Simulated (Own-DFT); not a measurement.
Simulation results for Si₃N₄ (beta silicon nitride, atoms displaced)

Computed with Own-DFT development build. A calculation, not a measurement: plane-wave PBE density functional theory by an unreviewed code, no spin, of a simulated periodic cell, stress positive in tension, free energy of the whole cell less one offset for each atom, forces on such cells passed a denser k mesh, this cell's mesh not checked; offsets are fitted by least squares, one for each functional and potential file, so energies compare only between cells with the same atoms and settings and are not formation energies; the far tail of each file's local potential was reset to the Coulomb form; each entry is a single point on an unrelaxed cell, so the pressure reflects the starting lattice, mostly measured values (interpolated for alloys), from which strain is counted, and rises with the displacements; printed positions are rounded, which can move forces by about a meV/angstrom; the program, named Own-DFT, is a retired in-house code; no spin-orbit coupling.

Entry: Si₃N₄ (beta silicon nitride, atoms displaced)

```
Si3N4
1.0
      7.6060     0.0000     0.0000
     -3.8030     6.5870     0.0000
      0.0000     0.0000     8.7270
Si N Si N Si N
6 8 6 8 6 8
Direct
  0.16619 0.76725 0.08618
  0.23685 0.40225 0.07964
  0.57675 0.82242 0.07767
  0.84129 0.24489 0.25034
  0.76932 0.59818 0.25625
  0.39367 0.16200 0.25578
  0.32405 0.03738 0.08977
  0.98001 0.31905 0.07965
  0.69545 0.65647 0.08348
  0.66087 0.96754 0.25389
  0.02600 0.70396 0.25667
  0.31224 0.32698 0.24925
  0.33974 0.66838 0.07771
  0.66293 0.33607 0.25194
  0.17575 0.77231 0.40712
  0.22623 0.40071 0.40235
  0.59523 0.81817 0.42561
  0.82079 0.24466 0.57623
  0.75776 0.57538 0.58458
  0.41006 0.17064 0.57681
  0.33044 0.03718 0.41878
  0.96285 0.30856 0.41325
  0.68638 0.67179 0.42473
  0.67127 0.95761 0.58135
  0.04505 0.71017 0.58239
  0.31131 0.33083 0.59487
  0.32953 0.66997 0.41542
  0.66388 0.33434 0.59845
  0.17336 0.76402 0.75482
  0.23099 0.40692 0.75197
  0.61215 0.82288 0.75630
  0.82565 0.22338 0.91390
  0.77773 0.61838 0.91686
  0.38632 0.17014 0.92280
  0.33944 0.03228 0.74823
  0.97713 0.31495 0.77206
  0.69484 0.66804 0.74170
  0.67692 0.96999 0.92310
  0.01220 0.69274 0.92214
  0.30135 0.34764 0.91667
  0.34332 0.66695 0.74542
  0.66330 0.33414 0.91836
```

```
functional                        : PBE
potential files                   : PseudoDojo norm-conserving, scalar-relativistic, standard set
wave cutoff                       : 42 hartree
occupations                       : Fermi-Dirac
smearing width                    : 0.1 eV
k mesh                            : 3 x 3 x 3 centred on Gamma
free energy of cell above offsets : -0.434 eV
pressure                          : 9.35 GPa
stress xx                         : -10.53 GPa
stress yy                         : -7.15 GPa
stress zz                         : -10.37 GPa
stress yz                         : -0.95 GPa
stress xz                         : 1.41 GPa
stress xy                         : 1.01 GPa
```

Force:
```
element  x (eV/Å)  y (eV/Å)  z (eV/Å)
     Si     0.946    -0.277    -0.523
     Si    -1.374     1.608     1.833
     Si     5.123     1.944     3.589
     Si    -4.164    -2.786    -3.099
     Si    -2.226    -1.346    -0.646
     Si     3.547     2.827    -1.062
      N    -0.498    -3.345    -1.069
      N     0.044    -1.047     1.483
      N    -2.591     2.505     1.203
      N     0.675     0.786    -0.732
      N     0.107     0.191    -2.049
      N    -3.526     1.541    -0.669
      N    -5.007    -2.206     0.438
      N     1.108    -0.592     0.806
     Si     0.999     0.166     4.142
     Si      0.77     1.798     3.994
     Si     -4.18     2.434    -3.023
     Si     2.726    -3.053     2.907
     Si     0.289     5.662    -0.668
     Si      -1.7     0.486     3.936
      N    -0.016    -2.635    -0.688
      N      2.66     0.878     1.731
      N     5.856    -4.144    -0.907
      N    -0.123     4.656     2.636
      N    -2.844    -1.985    -0.268
      N    -1.738     0.069     -3.15
      N     0.884    -1.581    -0.784
      N     0.508    -2.215    -1.168
     Si     1.437     0.655    -0.857
     Si     0.154     1.067    -1.108
     Si    -5.002     2.095    -1.622
     Si    -4.004     2.093     3.537
     Si    -3.195    -6.119    -0.596
     Si     3.218      2.72     -2.41
      N    -0.965    -1.183     1.476
      N     0.471    -0.038    -6.632
      N     3.703    -1.697      1.87
      N     0.389    -0.977    -1.713
      N     6.113     3.385    -0.627
      N     2.832    -2.815    -0.297
      N    -1.093     0.887     0.844
      N    -0.312    -0.413    -0.061
```
